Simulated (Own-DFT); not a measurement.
AlN (wurtzite, strained, atoms displaced) (calculated)

All values are calculated (Own-DFT development build). A calculation, not a measurement: plane-wave PBE density functional theory by an unreviewed code, no spin, of a simulated periodic cell, stress positive in tension, free energy of the whole cell less one offset for each atom, forces on such cells passed a denser k mesh, this cell's mesh not checked; offsets are fitted by least squares, one for each functional and potential file, so energies compare only between cells with the same atoms and settings and are not formation energies; the far tail of each file's local potential was reset to the Coulomb form; each entry is a single point on an unrelaxed cell, so the pressure reflects the starting lattice, mostly measured values (interpolated for alloys), from which strain is counted, and rises with the displacements; printed positions are rounded, which can move forces by about a meV/angstrom; the program, named Own-DFT, is a retired in-house code; no spin-orbit coupling.

Common to all runs: functional PBE; potential files PseudoDojo norm-conserving, scalar-relativistic, standard set; wave cutoff 42 hartree; occupations Fermi-Dirac; smearing width 0.1 eV; hardware one NVIDIA H100; k mesh 2 x 2 x 2 centred on Gamma.

(1) 
```xyz
128
Lattice="12.2835 0.1191 0.0712 -6.0386 10.7102 0.0908 0.0570 0.1168 10.0165" Properties=species:S:1:pos:R:3:force_x:R:1:force_y:R:1:force_z:R:1 formula=AlN free_energy_of_cell_above_offsets=-53.044 pressure=7.71 stress_xx=-11.44 stress_yy=-7.65 stress_zz=-4.06 stress_yz=3.26 stress_xz=1.47 stress_xy=3.89 wall_time=373.9
Al     0.0645     1.8452     0.0389     -1.608     -1.362     -0.096
Al     1.5321     0.9464     2.4358      0.423     -0.566      1.541
N      0.0364     1.8859     1.9272     -1.002     -1.985     -0.949
N      1.6071     0.9135     4.3570     -0.961      0.887      1.016
Al     0.0312     1.8439     5.0927      0.731      0.325     -1.653
Al     1.5996     0.9669     7.5786      0.041      0.365     -0.226
N      0.0301     1.8057     6.9552      0.656      1.068     -0.044
N      1.5962     1.0896     9.4578      0.476     -0.895      0.136
Al    -1.4260     4.5961    10.0212     -0.558     -0.728      1.095
Al     0.0112     3.5820     2.4933      1.159       1.63       1.36
N     -1.5050     4.4480     1.9397     -0.462      0.666     -0.621
N      0.0923     3.6233     4.3569     -0.818       0.43      1.806
Al    -1.5562     4.6380     4.9876      1.795     -3.065        0.3
Al     0.0284     3.5928     7.6282      0.963      0.289     -1.825
N     -1.3681     4.5640     6.8991     -1.783     -0.219      0.422
N      0.0826     3.6799     9.4678       0.31      0.884      0.024
Al    -2.9884     7.1827    10.0802      -0.69      1.913      0.602
Al    -1.4836     6.2471     2.5098      1.172     -0.222      0.125
N     -2.9514     7.1639     2.0337     -1.559      0.111     -1.534
N     -1.4553     6.3106     4.3912      0.781      1.485      0.428
Al    -2.9620     7.1844     5.0360      -0.77      0.572     -0.157
Al    -1.4044     6.3727     7.5521      0.104     -1.157       0.72
N     -2.9391     7.1377     6.9482     -0.206      1.646       0.08
N     -1.4891     6.3424     9.5457      1.761      0.445     -1.682
Al    -4.5566     9.8467     0.1668     -0.223     -0.354     -1.839
Al    -2.9391     8.9737     2.5375      0.176     -0.234      1.292
N     -4.5497     9.8012     2.0139      1.387       1.46     -0.536
N     -2.8950     9.0011     4.5274     -0.391     -0.301     -0.363
Al    -4.5054     9.8833     5.1153      2.592      1.017      0.497
Al    -2.9520     9.0038     7.6440     -0.425     -0.203      -0.87
N     -4.5051     9.9383     7.0521      0.499     -0.713     -0.917
N     -3.0143     9.0309     9.4895      0.965     -0.319      1.197
Al     3.1500     2.0221     9.9596      0.167     -1.605      1.755
Al     4.6020     0.9548     2.6268      0.048     -0.344       -2.7
N      3.0700     1.8168     1.9808      0.553      0.464     -1.464
N      4.5714     1.0214     4.3871      1.128     -0.646      2.868
Al     3.0467     1.9500     5.0959      0.223      -1.73     -1.033
Al     4.6711     0.9798     7.5611      0.115       0.56     -0.077
N      3.1548     1.9004     6.9545     -0.618     -0.251      0.395
N      4.5738     0.9764     9.4028      1.162       1.81      0.818
Al     1.5930     4.5940    10.0619      1.192      1.102      1.213
Al     3.0536     3.5927     2.5831      1.274       0.85      0.122
N      1.6157     4.5810     2.0475     -1.449     -0.714     -1.674
N      3.1403     3.6546     4.4881       0.42      1.661      0.459
Al     1.6077     4.6267     5.1441     -0.757     -1.807     -1.934
Al     3.2386     3.6789     7.4806     -1.462      0.268      1.476
N      1.6033     4.5081     6.9510       0.29      0.706      2.027
N      3.1989     3.7760     9.5831     -0.951      0.128     -2.179
Al     0.1276     7.1097     0.1068     -2.247        2.3     -0.481
Al     1.5955     6.3595     2.6004      0.592      -0.53      0.038
N      0.0455     7.1337     1.9127      0.538      1.228      2.118
N      1.6691     6.3699     4.5739     -1.397      0.432     -1.336
Al     0.0844     7.3237     5.0519       0.25     -2.272      0.598
Al     1.5573     6.3719     7.6166       3.93     -1.405      0.641
N      0.1850     7.1944     7.0121     -3.258       2.62     -1.451
N      1.6577     6.4530     9.5353      0.963     -1.686     -1.157
Al    -1.3956     9.9758    10.0698     -0.305     -0.865      0.974
Al     0.1091     9.0739     2.6343      1.295     -2.335     -1.427
N     -1.3416     9.8075     2.0314     -2.912      2.153     -1.111
N      0.0959     9.0486     4.4782      1.592     -0.267      0.129
Al    -1.3290     9.8648     5.1323     -3.128      1.985      0.651
Al     0.1872     9.0726     7.5855     -0.843     -0.574      1.556
N     -1.4242     9.9418     7.0907      0.672     -1.115     -1.437
N      0.1681     9.1728     9.5533     -0.681     -2.718     -1.224
Al     6.1856     1.8804     0.0961     -0.471     -1.732     -0.917
Al     7.6763     0.9509     2.5991      0.631       0.78     -1.426
N      6.1681     1.8425     1.9634     -0.562      0.857      0.696
N      7.6894     1.0682     4.4569      0.668      -0.99      0.272
Al     6.1443     1.8837     5.0103     -0.612       1.16      0.915
Al     7.7296     1.1081     7.5578     -0.962     -2.549      1.009
N      6.2010     1.8992     6.9992     -0.832      0.825     -1.346
N      7.7342     0.9565     9.4346      0.366       3.12       0.52
Al     4.6477     4.5371     0.0911     -0.105       0.65      1.099
Al     6.1602     3.7163     2.5862     -0.411     -0.537     -0.298
N      4.6285     4.6831     2.0092       0.17     -2.122      0.209
N      6.2301     3.7746     4.4944     -0.492     -1.574     -0.463
Al     4.7314     4.6447     5.1172      -0.91      -1.18     -0.446
Al     6.2152     3.7416     7.5284      1.545     -1.579      1.502
N      4.7558     4.5526     7.0065     -1.419      2.653      -0.99
N      6.1597     3.7417     9.5174      2.162      0.148     -0.762
Al     3.1512     7.2429     0.1444      0.649     -0.981     -0.923
Al     4.7212     6.3683     2.7423     -0.177      0.416     -3.222
N      3.1927     7.2125     1.9747     -0.523      0.657      1.436
N      4.6807     6.4081     4.5212      1.274     -0.034      1.525
Al     3.1761     7.2063     5.0820     -0.498       2.18      1.566
Al     4.7726     6.4668     7.6253     -0.908     -0.902      0.033
N      3.2043     7.3855     7.0513      0.026     -2.557     -0.772
N      4.7988     6.3792     9.4897     -1.426      1.274     -0.176
Al     1.7073     9.9549    10.0843     -2.012      1.479      1.511
Al     3.1814     9.0263     2.5897     -0.299     -0.616     -0.302
N      1.6421     9.9086     1.9851      0.162      0.015      1.025
N      3.1772     9.0228     4.4617      0.619      0.073      0.592
Al     1.6495     9.9498     5.0176      0.781     -0.073      1.926
Al     3.2500     9.0816     7.6502     -1.343      0.657      0.455
N      1.6784     9.9016     7.0356      0.751      1.779     -1.489
N      3.1406     9.1431     9.5884      3.198     -1.669     -1.382
Al     9.2478     1.9839     0.0976     -0.426     -4.562     -0.206
Al    10.7476     1.0117     2.5496      0.115      0.579      0.573
N      9.2081     1.9455     1.9628      0.148     -0.873      0.572
N     10.7815     1.0029     4.5499     -0.058      0.417     -0.817
Al     9.2645     1.9134     5.1464     -0.447      0.291     -0.495
Al    10.8190     1.0419     7.5682     -1.079      0.565     -0.052
N      9.1608     2.0345     7.0821      2.503     -2.471     -2.516
N     10.8444     1.1139     9.3789     -0.119      0.497      2.494
Al     7.8100     4.7126    10.1028     -0.979      -0.81     -0.398
Al     9.2201     3.7142     2.5887      0.812     -0.859     -0.417
N      7.7265     4.5664     1.9889     -0.353      0.597     -0.502
N      9.2060     3.6798     4.4358      2.301     -0.337       0.81
Al     7.7980     4.5531     5.0208     -1.718       1.54      1.428
Al     9.2575     3.6966     7.5221      1.175      3.262       1.72
N      7.7571     4.6212     6.9607      0.059      0.556        0.3
N      9.3748     3.7174     9.5552     -1.082      3.691     -2.048
Al     6.2690     7.3050    10.1037     -2.398       2.38      1.133
Al     7.7746     6.3390     2.5816     -0.601      0.982      0.847
N      6.2267     7.2724     1.9635      0.117      0.204       1.41
N      7.7526     6.3572     4.5440      0.119      0.657     -0.533
Al     6.2179     7.3511     5.1578      1.131     -1.108     -0.846
Al     7.7758     6.4498     7.5649      0.732     -1.153      0.663
N      6.3123     7.3512     7.0135     -1.306      0.045     -0.371
N      7.6785     6.5298     9.5244      3.913     -2.596     -1.313
Al     4.7228    10.0385    10.0992      0.433      0.154      0.373
Al     6.2594     9.0956     2.6480     -0.861     -1.698      0.015
N      4.6933     9.9303     2.0498      0.634      0.736     -0.528
N      6.4035     9.0926     4.5504      -3.17     -0.736     -0.344
Al     4.7462     9.9251     5.1438     -0.294      0.007     -0.119
Al     6.2484     9.1040     7.6093      0.591      0.753      0.754
N      4.7127    10.0143     7.0597      0.352     -0.556      -0.84
N      6.2682     9.1406     9.4684     -0.224     -0.051      1.398
```

Units: free_energy_of_cell_above_offsets in eV; pressure, stress_xx, stress_yy, stress_zz, stress_yz, stress_xz, stress_xy in GPa; wall_time in s; force_x, force_y, force_z in eV/Å.

(2) 
```xyz
128
Lattice="12.3780 0.0968 0.2440 -6.1051 10.9013 -0.0523 0.1953 0.0644 10.0712" Properties=species:S:1:pos:R:3:force_x:R:1:force_y:R:1:force_z:R:1 formula=AlN free_energy_of_cell_above_offsets=-52.615 pressure=1.65 stress_xx=-4.51 stress_yy=0.07 stress_zz=-0.51 stress_yz=1.67 stress_xz=4.58 stress_xy=1.58 wall_time=403
Al     0.3059     2.0054    10.0572     -1.362     -2.379      1.416
Al     1.5466     0.9640     2.6052      1.651     -2.237     -0.083
N      0.0753     1.7489     2.0110     -2.741      2.698     -1.389
N      1.6334     0.9245     4.4591     -0.064      0.776      1.825
Al     0.0690     1.8792     5.0867      0.969      -0.25     -1.276
Al     1.6237     0.9545     7.5492      1.916      -0.12      0.802
N      0.1442     1.8940     6.9596     -0.923     -0.378     -0.011
N      1.7089     0.9765     9.5898      0.874      0.026     -1.985
Al    -1.4586     4.4537     0.0560     -0.575       1.18     -2.973
Al     0.0727     3.6713     2.5355      0.627     -1.121      0.604
N     -1.4227     4.5580     1.8296     -0.592     -0.222       2.31
N      0.0355     3.7578     4.4841       1.54     -2.045     -0.771
Al    -1.4160     4.5813     5.0504     -1.359      0.997      0.484
Al     0.1088     3.6589     7.5611      1.491      1.312     -0.054
N     -1.4310     4.5926     6.9558      0.573      0.154     -0.272
N      0.3300     3.6944     9.4554     -1.023      1.281      0.301
Al    -2.8280     7.3644    10.0232     -0.794     -0.113      0.653
Al    -1.4156     6.3478     2.5198     -1.315      0.723      0.489
N     -3.0356     7.3145     1.9625      0.782      -2.65     -1.287
N     -1.4230     6.3630     4.4700     -0.012      0.642     -0.208
Al    -2.9656     7.3754     5.0224      0.138     -1.397     -0.179
Al    -1.4417     6.3913     7.5068      2.394      -0.05      1.366
N     -2.8650     7.3458     6.9745     -1.191      0.217     -0.811
N     -1.2485     6.4097     9.5579     -1.193     -0.574     -1.168
Al    -4.6602    10.0091    -0.0287      1.559     -0.205      0.993
Al    -2.9343     9.0266     2.4307     -2.435      1.102      1.892
N     -4.4782     9.9795     1.9538     -1.382      0.194     -0.917
N     -2.9881     9.0808     4.4272      1.341      0.946     -0.084
Al    -4.5029     9.9952     5.0051      0.426      1.042     -1.031
Al    -2.8914     9.1471     7.4840      0.623      1.035       0.49
N     -4.4838     9.9968     6.8820      1.114       1.39      0.081
N     -2.7894     9.2163     9.3629     -0.464     -1.021      1.357
Al     3.3311     1.9296    10.0813     -1.659     -0.163      1.805
Al     4.7408     0.8200     2.6144     -1.614      2.177     -0.199
N      3.0609     1.8454     2.0427      2.084      0.513     -0.796
N      4.6866     0.9540     4.5387      1.683      -0.52     -0.662
Al     3.2871     1.9525     5.1298      -1.92     -1.244      0.414
Al     4.8576     1.0039     7.6380     -1.721     -0.542      0.705
N      3.2968     1.9783     7.0727     -1.051     -2.917     -0.899
N      4.7528     0.9855     9.5830      2.929     -0.392     -0.283
Al     1.6342     4.6509     0.0775     -0.275     -1.277      0.066
Al     3.2063     3.6417     2.6947       -0.9     -0.037     -1.107
N      1.5968     4.6049     2.0230      0.535      0.322     -0.421
N      3.1660     3.6856     4.5645     -0.037      1.072     -0.312
Al     1.5997     4.6057     5.1397      0.522     -0.291     -0.322
Al     3.3235     3.6590     7.6241     -1.278      2.107      0.136
N      1.7420     4.6217     6.9655     -0.981      0.058      1.561
N      3.3208     3.7062     9.5085      0.188      1.356      0.917
Al    -0.0131     7.3270     0.0531      1.141       0.06      0.381
Al     1.5946     6.4183     2.6763      0.847     -0.107     -1.524
N      0.0515     7.3520     2.0483      0.993     -0.226     -1.246
N      1.6127     6.3770     4.5194      1.332      1.286      0.155
Al     0.1466     7.3826     5.1025     -0.858      -0.36     -0.152
Al     1.7628     6.4963     7.6495      -1.96     -1.824     -0.541
N      0.1430     7.3841     6.9870      0.255     -0.606      0.542
N      1.7716     6.4706     9.5415     -0.165      0.123       0.24
Al    -1.2014    10.0769    10.0851     -2.436      0.825      0.015
Al     0.1254     9.1517     2.5419      -0.01     -0.397      1.181
N     -1.4756     9.9395     1.9935        2.2      1.345     -1.391
N      0.1167     9.1979     4.5131      2.154     -1.014     -1.127
Al    -1.3610    10.0457     5.0030     -2.185      0.606      1.366
Al     0.1907     9.1703     7.5859      0.224      0.315     -0.147
N     -1.3053    10.1157     6.9715     -0.677     -0.345     -0.538
N      0.2865     9.2199     9.5125     -0.461     -1.411     -0.066
Al     6.2523     1.9234     0.1573     -1.699     -0.477     -0.627
Al     7.7693     1.0206     2.6295     -0.428     -0.663      1.143
N      6.2485     1.9264     1.9980      -0.53     -1.196      1.059
N      7.8552     1.0421     4.6651      0.402     -0.517     -1.699
Al     6.2876     1.8397     5.2039     -0.543      1.429     -0.574
Al     7.9096     1.0698     7.8603     -0.925     -0.677     -2.576
N      6.2525     1.9720     7.0487      2.213     -0.441      1.244
N      7.9177     1.0409     9.6636      0.729     -0.699      1.199
Al     4.8155     4.7683    10.1382      1.018     -2.026      0.905
Al     6.2872     3.6899     2.6452     -1.744     -0.056      1.196
N      4.6517     4.6989     2.1241      0.863     -1.572     -1.508
N      6.2579     3.6542     4.5803      0.482       0.92      -0.02
Al     4.6775     4.6973     5.1168      1.483     -2.295       1.25
Al     6.3439     3.7162     7.7521     -0.609      0.659     -1.345
N      4.7742     4.6259     7.0774      1.027      1.429      0.136
N      6.4364     3.7172     9.5936     -0.491      1.152      1.019
Al     3.2839     7.3621    10.1556      1.072      1.023     -0.085
Al     4.7879     6.4244     2.6583     -0.203      0.846     -0.244
N      3.2621     7.3705     1.9505     -0.944     -0.179       1.77
N      4.8656     6.4103     4.5757     -1.809      1.626     -0.958
Al     3.2331     7.3576     5.0818      0.065       0.01      0.741
Al     4.8582     6.5188     7.7516     -0.139     -1.031     -1.308
N      3.2251     7.2872     7.0435      2.014      1.979     -0.766
N      5.0078     6.5391     9.6313     -3.777     -1.226     -0.902
Al     1.5545    10.0000     0.0968      1.784      0.906     -0.135
Al     3.2525     9.1853     2.5988     -0.911     -0.572      0.305
N      1.6831    10.0607     2.0276     -0.625      0.466     -0.323
N      3.3079     9.2942     4.5353     -1.666     -2.587     -0.516
Al     1.7160    10.1246     5.1186     -0.344      0.153      0.363
Al     3.3082     9.1955     7.5935      -1.74     -1.174      1.112
N      1.7366    10.1071     7.0228      0.297      0.507      0.382
N      3.2738     9.1455     9.5156      0.652      0.683      1.001
Al     9.3339     1.8846     0.3103     -0.476      0.535     -4.884
Al    10.7786     1.0499     2.7999      1.846     -0.624     -0.896
N      9.2841     1.8673     2.0219      0.932      1.515       3.87
N     10.9285     0.9917     4.6562      -0.39      1.221       0.75
Al     9.4187     1.9700     5.2435      -0.94     -0.764       1.04
Al    10.9770     1.0423     7.8100     -0.654     -0.527     -0.961
N      9.3915     2.0075     7.2310      0.902     -1.019     -1.448
N     11.0127     1.0516     9.6165      0.487      0.697      2.229
Al     8.0426     4.7067    10.1725     -1.909     -2.217      1.661
Al     9.4291     3.7707     2.7364     -1.681     -0.517     -0.353
N      7.7482     4.5783     2.1153      2.456      0.853     -0.538
N      9.4011     3.7371     4.6533      0.848      0.372     -0.488
Al     7.9297     4.6966     5.2665      -2.37     -0.499      0.023
Al     9.4345     3.7746     7.7051     -0.705      0.307      1.109
N      7.8503     4.6894     7.1922       1.11      0.555     -0.706
N      9.4827     3.8233     9.6059      2.219     -1.548      1.196
Al     6.1674     7.3080     0.2634      2.916      2.041     -1.841
Al     7.8182     6.3698     2.7420      0.497      1.019     -0.336
N      6.3785     7.3865     2.0204     -1.491     -0.809      2.824
N      7.8425     6.5129     4.6809      1.384     -1.193     -0.768
Al     6.3247     7.3609     5.1447     -0.025      1.155      1.907
Al     7.9958     6.5530     7.8015     -2.081      -1.01      0.145
N      6.3667     7.4339     7.1405      0.699     -0.775     -0.804
N      7.9098     6.3741     9.7570      1.181      4.177     -1.581
Al     4.6662    10.1287     0.2103      0.577     -1.092     -1.695
Al     6.2277     9.1053     2.7416       1.93      1.901     -1.124
N      4.7020    10.1626     2.0967      0.901     -0.413      -0.17
N      6.3704     9.2064     4.5900     -1.531     -0.698      0.706
Al     4.7623    10.1253     5.1547      1.901     -0.138      1.497
Al     6.4215     9.2019     7.6529     -1.197     -0.363      1.845
N      4.8092    10.0366     7.2075      1.437      2.376     -2.301
N      6.4752     9.2217     9.6167     -1.234     -0.367      0.538
```

Units: free_energy_of_cell_above_offsets in eV; pressure, stress_xx, stress_yy, stress_zz, stress_yz, stress_xz, stress_xy in GPa; wall_time in s; force_x, force_y, force_z in eV/Å.
